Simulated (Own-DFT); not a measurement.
## Calculated data, SiGe$_{3}$ (diamond lattice with Si and Ge gathered in clusters, atoms displaced)

Computed with Own-DFT development build. A calculation, not a measurement: plane-wave density functional theory by an unreviewed code, no spin, of a simulated periodic cell, stress positive in tension, run twice, with PBE and with PBEsol, both on files made for PBE, so the change isn't that of files made for PBEsol; forces on such cells passed a denser k mesh, this cell's mesh not checked; the far tail of each file's local potential was reset to the Coulomb form; each entry is a single point on an unrelaxed cell, so the pressure reflects the starting lattice, mostly measured values (interpolated for alloys), from which strain is counted, and rises with the displacements; printed positions are rounded, which can move forces by about a meV/angstrom; the program, named Own-DFT, is a retired in-house code; no spin-orbit coupling; stress was not checked against mesh or cutoff.

Settings shared by all entries: functional PBE, then PBEsol; potential files PseudoDojo norm-conserving, scalar-relativistic, standard set; wave cutoff 42 hartree; occupations Fermi-Dirac; smearing width 0.1 eV; k mesh 3 x 3 x 3 centred on Gamma.

```json
{"entry": 1, "formula": "SiGe3", "kind": "diamond lattice with Si and Ge gathered in clusters, atoms displaced", "structure": {"cell_angstrom": [[11.2025, 0.0, 0.0], [0.0, 11.2025, 0.0], [0.0, 0.0, 11.2025]], "atoms_fractional": [["Ge", 0.99324, 0.00132, 0.00782], ["Ge", 0.00569, 0.24344, 0.24944], ["Ge", 0.2494, 0.00591, 0.2554], ["Ge", 0.25279, 0.23904, 0.99614], ["Ge", 0.1209, 0.13235, 0.12652], ["Ge", 0.12358, 0.3761, 0.36835], ["Ge", 0.37708, 0.12999, 0.36813], ["Ge", 0.3807, 0.37545, 0.12946], ["Ge", 0.0072, 0.00367, 0.4931], ["Ge", 0.00564, 0.24582, 0.74908], ["Si", 0.25364, 0.00365, 0.74863], ["Ge", 0.24801, 0.25216, 0.50802], ["Ge", 0.12661, 0.13169, 0.62733], ["Ge", 0.13184, 0.36783, 0.87859], ["Ge", 0.37634, 0.10739, 0.88375], ["Si", 0.37839, 0.37966, 0.61968], ["Ge", 0.00874, 0.49698, 0.99337], ["Ge", 0.9979, 0.75383, 0.24667], ["Ge", 0.25162, 0.49792, 0.24568], ["Ge", 0.25782, 0.7499, 0.99674], ["Ge", 0.12591, 0.61894, 0.12919], ["Ge", 0.11703, 0.87403, 0.38576], ["Si", 0.37167, 0.63204, 0.37821], ["Si", 0.37401, 0.87912, 0.12305], ["Ge", 0.99631, 0.50466, 0.49668], ["Ge", 0.99491, 0.75514, 0.751], ["Ge", 0.24934, 0.5018, 0.76222], ["Si", 0.25168, 0.75794, 0.49375], ["Si", 0.11938, 0.62399, 0.63005], ["Si", 0.1242, 0.87702, 0.8735], ["Si", 0.36751, 0.61098, 0.87495], ["Si", 0.37009, 0.87226, 0.6288], ["Ge", 0.50673, 0.99498, 0.00151], ["Ge", 0.49869, 0.24985, 0.24272], ["Ge", 0.74543, 0.00179, 0.25904], ["Ge", 0.75578, 0.25001, 0.00132], ["Ge", 0.61936, 0.12789, 0.12642], ["Ge", 0.61318, 0.37624, 0.36598], ["Ge", 0.8753, 0.12372, 0.37297], ["Ge", 0.88279, 0.37497, 0.12968], ["Si", 0.4988, 0.00156, 0.49797], ["Ge", 0.50541, 0.25138, 0.74733], ["Ge", 0.7461, 0.99962, 0.75996], ["Ge", 0.75039, 0.25426, 0.50973], ["Si", 0.62813, 0.12328, 0.62408], ["Ge", 0.63375, 0.36141, 0.86885], ["Ge", 0.88817, 0.13321, 0.86657], ["Ge", 0.86685, 0.36662, 0.62957], ["Ge", 0.50825, 0.49655, 0.99746], ["Ge", 0.50474, 0.74706, 0.25349], ["Ge", 0.75464, 0.50677, 0.25276], ["Ge", 0.75164, 0.7455, 0.99518], ["Ge", 0.6309, 0.61983, 0.12949], ["Si", 0.61468, 0.88298, 0.38469], ["Ge", 0.87454, 0.6267, 0.37374], ["Ge", 0.86973, 0.86792, 0.12651], ["Ge", 0.5003, 0.50213, 0.50027], ["Si", 0.50171, 0.74738, 0.75216], ["Ge", 0.74599, 0.50902, 0.74557], ["Ge", 0.75383, 0.738, 0.5033], ["Si", 0.63006, 0.619, 0.62466], ["Si", 0.62982, 0.86681, 0.87741], ["Ge", 0.88412, 0.6351, 0.87442], ["Si", 0.86463, 0.88264, 0.63099]]}, "results": {"PBE_pressure [GPa]": 4.0, "PBE_stress_xx [GPa]": -4.07, "PBE_stress_yy [GPa]": -3.94, "PBE_stress_zz [GPa]": -3.98, "PBE_stress_yz [GPa]": -0.57, "PBE_stress_xz [GPa]": -0.27, "PBE_stress_xy [GPa]": 0.21, "PBEsol_pressure [GPa]": 1.28, "PBEsol_stress_xx [GPa]": -1.35, "PBEsol_stress_yy [GPa]": -1.22, "PBEsol_stress_zz [GPa]": -1.26, "PBEsol_stress_yz [GPa]": -0.55, "PBEsol_stress_xz [GPa]": -0.26, "PBEsol_stress_xy [GPa]": 0.2, "force_element": ["Ge", "Ge", "Ge", "Ge", "Ge", "Ge", "Ge", "Ge", "Ge", "Ge", "Si", "Ge", "Ge", "Ge", "Ge", "Si", "Ge", "Ge", "Ge", "Ge", "Ge", "Ge", "Si", "Si", "Ge", "Ge", "Ge", "Si", "Si", "Si", "Si", "Si", "Ge", "Ge", "Ge", "Ge", "Ge", "Ge", "Ge", "Ge", "Si", "Ge", "Ge", "Ge", "Si", "Ge", "Ge", "Ge", "Ge", "Ge", "Ge", "Ge", "Ge", "Si", "Ge", "Ge", "Ge", "Si", "Ge", "Ge", "Si", "Si", "Ge", "Si"], "PBE_force_x [eV/angstrom]": [0.779, -1.167, -0.526, 0.549, 1.023, 0.222, 0.008, -0.719, -1.846, 0.243, -0.781, 0.828, 0.522, -0.208, 0.382, -0.424, -0.816, 0.592, 0.617, -0.721, 0.087, 1.42, 0.112, 0.302, 0.399, 1.035, -0.707, -0.289, 0.774, 0.363, 2.454, 0.783, 0.216, -0.105, -0.523, 0.416, 1.415, 1.556, -0.082, -0.324, -0.722, -1.328, 0.002, -1.302, -0.614, -0.007, -1.783, 1.647, -0.347, -0.725, -0.106, -0.375, -0.547, 1.242, 0.636, -0.675, -0.457, -0.412, 1.175, -0.904, -1.591, -0.902, -0.701, 0.941], "PBE_force_y [eV/angstrom]": [-0.326, 1.082, -1.03, 0.697, -1.634, 0.014, -0.179, 0.139, 0.538, 1.954, -1.019, 0.828, -1.654, -0.164, 1.205, -0.123, 0.214, -0.677, 0.431, 0.077, 1.125, -0.609, -0.565, -0.517, -0.991, 1.137, -1.072, -1.135, 0.606, 0.356, 2.18, 0.425, -1.033, -0.088, -0.771, -0.336, -0.598, 0.165, 0.755, 0.363, 0.447, -1.002, 0.538, -1.213, -0.522, 1.718, -1.687, 1.981, -0.302, 0.999, -1.66, -0.077, 0.723, -1.489, 0.474, 1.163, 0.582, -0.592, -1.122, 2.199, 1.24, 0.23, -1.827, -0.575], "PBE_force_z [eV/angstrom]": [-0.848, 0.81, -0.788, 0.988, -0.712, 1.061, 1.617, -1.683, 2.225, -0.524, 0.114, -1.281, -0.223, -0.489, -1.554, 1.25, 0.658, 0.555, 1.225, 0.06, -0.933, -1.828, -0.313, 0.748, 0.873, -1.181, -2.734, 1.583, -0.554, 0.238, 1.039, -0.399, 0.387, 0.659, -0.567, 0.245, -0.535, 0.925, 0.661, -0.388, 1.27, -0.574, -0.538, -2.084, 0.009, 0.488, 1.827, 0.525, -0.352, -0.109, -0.055, 0.79, -0.882, -0.408, -0.11, -0.049, -0.196, -0.217, 1.41, 0.324, -0.278, -0.324, 0.091, -0.947], "PBEsol_force_x [eV/angstrom]": [0.737, -1.121, -0.528, 0.516, 0.98, 0.211, -0.027, -0.687, -1.764, 0.228, -0.771, 0.758, 0.474, -0.201, 0.397, -0.414, -0.779, 0.556, 0.558, -0.728, 0.086, 1.325, 0.163, 0.293, 0.353, 0.957, -0.739, -0.349, 0.722, 0.313, 2.366, 0.774, 0.194, -0.109, -0.468, 0.399, 1.36, 1.5, -0.062, -0.312, -0.775, -1.254, 0.043, -1.213, -0.557, -0.015, -1.73, 1.577, -0.309, -0.667, -0.106, -0.305, -0.522, 1.275, 0.604, -0.639, -0.407, -0.406, 1.188, -0.83, -1.517, -0.834, -0.685, 0.918], "PBEsol_force_y [eV/angstrom]": [-0.281, 1.057, -0.946, 0.672, -1.579, 0.007, -0.152, 0.129, 0.54, 1.876, -0.91, 0.769, -1.552, -0.152, 1.203, -0.125, 0.206, -0.661, 0.381, 0.046, 1.073, -0.532, -0.609, -0.503, -0.983, 1.057, -1.102, -1.067, 0.565, 0.311, 2.099, 0.417, -0.917, -0.075, -0.708, -0.311, -0.579, 0.169, 0.722, 0.344, 0.5, -0.95, 0.562, -1.142, -0.468, 1.663, -1.634, 1.914, -0.328, 0.938, -1.593, -0.11, 0.693, -1.52, 0.45, 1.125, 0.525, -0.59, -1.156, 2.098, 1.177, 0.268, -1.753, -0.569], "PBEsol_force_z [eV/angstrom]": [-0.799, 0.772, -0.739, 0.961, -0.68, 1.017, 1.521, -1.619, 2.115, -0.503, 0.122, -1.274, -0.252, -0.473, -1.446, 1.223, 0.654, 0.544, 1.152, 0.082, -0.908, -1.803, -0.362, 0.73, 0.796, -1.097, -2.629, 1.516, -0.511, 0.273, 1.057, -0.39, 0.379, 0.637, -0.575, 0.22, -0.516, 0.896, 0.632, -0.381, 1.228, -0.496, -0.5, -2.027, 0.051, 0.478, 1.782, 0.497, -0.296, -0.144, -0.063, 0.811, -0.849, -0.469, -0.098, -0.052, -0.235, -0.21, 1.403, 0.27, -0.314, -0.274, 0.082, -0.919], "rms_change_of_force_components_from_PBE_to_PBEsol [eV/angstrom]": 0.048}}
{"entry": 2, "formula": "SiGe3", "kind": "diamond lattice with Si and Ge gathered in clusters, atoms displaced", "structure": {"cell_angstrom": [[11.2025, 0.0, 0.0], [0.0, 11.2025, 0.0], [0.0, 0.0, 11.2025]], "atoms_fractional": [["Ge", 0.00095, 0.00507, 0.00023], ["Ge", 0.99637, 0.256, 0.24889], ["Ge", 0.2373, 0.9948, 0.24644], ["Ge", 0.25775, 0.24548, 0.00045], ["Ge", 0.12137, 0.13219, 0.12638], ["Ge", 0.12789, 0.37761, 0.37062], ["Ge", 0.37749, 0.11364, 0.38001], ["Ge", 0.36929, 0.38012, 0.12403], ["Ge", 0.00055, 0.0028, 0.49864], ["Ge", 0.00084, 0.24563, 0.74565], ["Ge", 0.25374, 0.00012, 0.7517], ["Ge", 0.25013, 0.25828, 0.50123], ["Ge", 0.11935, 0.12142, 0.62646], ["Ge", 0.11912, 0.37418, 0.86988], ["Ge", 0.365, 0.1245, 0.88179], ["Ge", 0.38059, 0.38257, 0.629], ["Ge", 0.00493, 0.49667, 0.00888], ["Ge", 0.00704, 0.75458, 0.2625], ["Si", 0.24867, 0.50357, 0.24212], ["Ge", 0.25552, 0.75929, 0.0051], ["Ge", 0.12201, 0.63272, 0.12656], ["Ge", 0.13314, 0.87828, 0.3717], ["Ge", 0.37335, 0.63692, 0.3703], ["Ge", 0.37464, 0.88332, 0.12187], ["Ge", 0.00645, 0.49275, 0.49295], ["Ge", 0.99637, 0.74484, 0.75858], ["Ge", 0.24872, 0.50625, 0.74837], ["Ge", 0.24915, 0.75526, 0.49648], ["Ge", 0.12225, 0.62335, 0.62416], ["Ge", 0.12944, 0.87188, 0.88004], ["Ge", 0.36807, 0.61656, 0.87423], ["Ge", 0.36993, 0.86756, 0.62788], ["Ge", 0.50728, 0.00358, 0.00723], ["Si", 0.49448, 0.25149, 0.24496], ["Si", 0.74779, 0.99886, 0.25356], ["Si", 0.75261, 0.2536, 0.98906], ["Ge", 0.62496, 0.11677, 0.12628], ["Si", 0.62577, 0.38258, 0.37494], ["Ge", 0.86992, 0.12495, 0.37861], ["Si", 0.86762, 0.37302, 0.13276], ["Ge", 0.50102, 0.00605, 0.50144], ["Ge", 0.51117, 0.25094, 0.75172], ["Ge", 0.75098, 0.00355, 0.75445], ["Si", 0.74077, 0.24634, 0.50308], ["Ge", 0.62076, 0.13651, 0.62476], ["Ge", 0.63061, 0.37763, 0.86967], ["Ge", 0.87016, 0.1156, 0.87464], ["Ge", 0.86766, 0.37553, 0.61459], ["Si", 0.49821, 0.50167, 0.00037], ["Si", 0.50506, 0.74399, 0.24761], ["Si", 0.74992, 0.49676, 0.24576], ["Si", 0.75075, 0.75503, 0.00475], ["Si", 0.62459, 0.63443, 0.12303], ["Ge", 0.6253, 0.88199, 0.37193], ["Si", 0.88272, 0.63367, 0.37694], ["Ge", 0.87695, 0.87466, 0.12794], ["Si", 0.50451, 0.50282, 0.49741], ["Ge", 0.5043, 0.75101, 0.75001], ["Si", 0.74791, 0.5047, 0.75904], ["Si", 0.7506, 0.74782, 0.50399], ["Ge", 0.62178, 0.61905, 0.61902], ["Ge", 0.63136, 0.87369, 0.87474], ["Ge", 0.8773, 0.62443, 0.87231], ["Ge", 0.8823, 0.87671, 0.62378]]}, "results": {"PBE_pressure [GPa]": 3.94, "PBE_stress_xx [GPa]": -3.94, "PBE_stress_yy [GPa]": -3.83, "PBE_stress_zz [GPa]": -4.04, "PBE_stress_yz [GPa]": -0.8, "PBE_stress_xz [GPa]": -0.09, "PBE_stress_xy [GPa]": -0.57, "PBEsol_pressure [GPa]": 1.22, "PBEsol_stress_xx [GPa]": -1.23, "PBEsol_stress_yy [GPa]": -1.12, "PBEsol_stress_zz [GPa]": -1.32, "PBEsol_stress_yz [GPa]": -0.75, "PBEsol_stress_xz [GPa]": -0.05, "PBEsol_stress_xy [GPa]": -0.54, "force_element": ["Ge", "Ge", "Ge", "Ge", "Ge", "Ge", "Ge", "Ge", "Ge", "Ge", "Ge", "Ge", "Ge", "Ge", "Ge", "Ge", "Ge", "Ge", "Si", "Ge", "Ge", "Ge", "Ge", "Ge", "Ge", "Ge", "Ge", "Ge", "Ge", "Ge", "Ge", "Ge", "Ge", "Si", "Si", "Si", "Ge", "Si", "Ge", "Si", "Ge", "Ge", "Ge", "Si", "Ge", "Ge", "Ge", "Ge", "Si", "Si", "Si", "Si", "Si", "Ge", "Si", "Ge", "Si", "Ge", "Si", "Si", "Ge", "Ge", "Ge", "Ge"], "PBE_force_x [eV/angstrom]": [0.082, -0.327, 1.841, -1.936, 0.106, 0.737, -1.297, 1.028, 0.184, -1.479, -0.84, 0.396, 1.425, 0.899, 2.705, 0.255, -1.136, -0.942, -0.134, -0.162, 0.694, -1.289, 0.479, 0.994, -1.223, 1.114, -0.549, -0.36, -0.178, -0.618, 1.251, 1.116, -1.09, 0.565, 0.821, 0.065, 1.193, -0.305, -0.299, 0.058, 0.257, -2.359, -0.703, 0.528, 0.785, -0.479, 0.98, 0.041, 0.603, -0.423, -0.14, 0.344, 0.341, -0.05, -1.219, -0.07, -1.081, -0.491, 0.491, 0.305, 0.99, -0.468, -1.04, -0.985], "PBE_force_y [eV/angstrom]": [-0.738, -0.327, 1.627, 1.675, -0.137, -0.155, 1.937, -0.166, -0.458, 0.375, -0.336, -1.089, 0.467, -0.211, -0.663, -0.246, -0.114, -0.298, 0.578, -1.51, -0.094, -0.012, -1.713, -0.657, 1.251, 1.151, -1.074, -0.728, 0.448, 0.554, 1.483, 1.056, -0.81, -0.094, 0.194, -0.552, 2.493, -1.092, 0.338, -0.009, -1.499, 0.418, -0.707, 1.243, -1.842, 0.427, 1.967, 0.048, 0.105, 1.651, 1.552, -0.719, -1.462, -1.429, -1.262, 0.352, -0.231, -0.855, -0.009, 0.389, 0.601, 0.122, -0.631, -0.572], "PBE_force_z [eV/angstrom]": [0.207, 0.586, -0.575, 0.469, -0.209, -0.834, -1.551, 0.038, -0.522, 0.238, -0.319, 0.221, -0.317, 0.536, -1.082, -0.415, -0.27, -1.02, 0.816, -0.453, 0.115, 1.522, -0.046, 1.261, 0.407, -1.203, -0.277, 0.578, -0.368, -0.48, 0.921, -0.104, -1.89, 0.931, -0.538, 1.569, 0.672, -0.4, -0.352, -1.553, 1.051, 0.817, -1.865, -1.378, 0.021, 1.391, 0.516, 1.185, 0.06, -0.052, 0.726, -0.387, -0.293, 0.603, 0.192, 0.406, -0.801, 0.184, -1.922, -0.624, 0.918, 0.568, 1.986, 0.388], "PBEsol_force_x [eV/angstrom]": [0.079, -0.26, 1.788, -1.876, 0.103, 0.667, -1.27, 0.962, 0.181, -1.417, -0.82, 0.377, 1.367, 0.871, 2.612, 0.208, -1.061, -0.855, -0.139, -0.172, 0.648, -1.253, 0.42, 0.922, -1.146, 1.08, -0.522, -0.342, -0.165, -0.591, 1.171, 1.079, -1.064, 0.517, 0.805, 0.036, 1.107, -0.296, -0.223, 0.147, 0.239, -2.27, -0.664, 0.557, 0.709, -0.513, 0.973, 0.105, 0.545, -0.476, -0.136, 0.391, 0.342, -0.086, -1.117, -0.006, -1.105, -0.485, 0.482, 0.259, 0.935, -0.484, -0.939, -0.926], "PBEsol_force_y [eV/angstrom]": [-0.718, -0.353, 1.562, 1.613, -0.146, -0.18, 1.85, -0.212, -0.441, 0.353, -0.331, -1.057, 0.46, -0.201, -0.644, -0.265, -0.074, -0.246, 0.567, -1.448, -0.062, -0.021, -1.63, -0.616, 1.18, 1.11, -1.033, -0.695, 0.421, 0.538, 1.463, 1.028, -0.784, -0.13, 0.187, -0.58, 2.373, -1.087, 0.319, -0.035, -1.44, 0.418, -0.683, 1.177, -1.816, 0.364, 1.864, 0.049, 0.067, 1.674, 1.551, -0.651, -1.451, -1.354, -1.242, 0.356, -0.179, -0.827, -0.009, 0.419, 0.623, 0.161, -0.588, -0.522], "PBEsol_force_z [eV/angstrom]": [0.199, 0.605, -0.548, 0.456, -0.206, -0.76, -1.467, -0.009, -0.49, 0.228, -0.3, 0.215, -0.303, 0.518, -1.034, -0.373, -0.298, -1.03, 0.795, -0.443, 0.086, 1.457, -0.002, 1.183, 0.421, -1.164, -0.265, 0.552, -0.35, -0.456, 0.851, -0.098, -1.812, 0.88, -0.526, 1.484, 0.599, -0.394, -0.336, -1.531, 0.999, 0.773, -1.783, -1.307, 0.072, 1.307, 0.463, 1.152, 0.021, 0.014, 0.724, -0.426, -0.302, 0.623, 0.175, 0.397, -0.726, 0.167, -1.885, -0.565, 0.94, 0.512, 1.916, 0.405], "rms_change_of_force_components_from_PBE_to_PBEsol [eV/angstrom]": 0.047}}
```
